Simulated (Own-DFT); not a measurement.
# Reading a pressure off an energy slope: corundum Al2O3, 78 atoms (Al32O46), with two O vacancies

All values are computed. Each geometry was run twice at fixed positions with Own-DFT, a retired in-house plane-wave program that no person has reviewed: with PBE, and with HSE06 (exact exchange share 0.25 at short range, screening 0.11 per bohr, Gygi-Baldereschi treatment of its divergence). Both used PseudoDojo norm-conserving files made for PBE, a cutoff of 48 hartree, the Gamma point alone, fixed occupations, a neutral cell and no spin. The unstrained cell is 7.9 Å across at its thinnest, so Gamma alone is coarse and defects feel their images. The oxygen file's force components were 24 meV/Å off all-electron values in a glass.

Unstrained cell vectors in Å: (5.494, 0.000, 8.660); (-2.747, 4.758, 8.660); (-2.747, -4.758, 8.660), volume V0 = 679.1 Å³, from measured lattice constants. Each geometry has its own random strain of a few per cent, its own defect sites and random moves of rms u per axis. HSE06 gave the energy alone. D is its energy less that of PBE, over the lowest D shown. The PBE stress wasn't checked against mesh or cutoff.

```
run  V - V0 (Å³)   u (Å)  P with PBE (GPa)  D (eV)
  1         -3.0  0.0288              8.83   0.390
  2         11.7  0.0301              2.84   1.009
  3         16.3  0.0306              1.97   1.190
  4         18.4  0.0271              0.65   1.254
  5         -3.8  0.0306              9.17   0.324
  6        -19.8  0.0542             17.00   0.000
  7         29.2  0.0302             -2.41   1.709
  8          2.7  0.0291              6.38   0.641
  9          8.9  0.0506              5.64   0.985
 10         22.6  0.0315              0.03   1.443
 11          7.4  0.0310              4.59   0.857
 12          7.4  0.0299              5.39   0.823
 13        -10.6  0.0285             11.08       ?
```

## Analysis

D = 0.44 + 0.0397 (V - V0) + 99 u² eV, with an error of 0.0010 on the volume slope, 17 on the last term and a scatter of 0.04 eV. Pressure is -dE/dV, and 1 eV/Å³ is 160.2 GPa, so HSE06 changes the pressure by -6.4 ± 0.2 GPa. With the ions held to the strained lattice, the PBE pressure falls by 243 ± 7 GPa per unit of volume strain; the shape of the strain isn't fitted, so the true error is larger, and a relaxed crystal would be softer. On that slope HSE06's volume at a given pressure is about 2.6 % smaller, or 0.9 % in lengths. At u = 0 and V0 the PBE pressure is 6.8 GPa, which puts the zero-pressure volume, against the measured cell and with the defects in, at +2.8 % for PBE and +0.2 % for HSE06, each good to a few tenths of a per cent.

## Withheld run

Asked: what D should run 13 give?

The fitted form gives 0.10 eV, with rows scattering by 0.04. The calculation gave 0.084 eV.
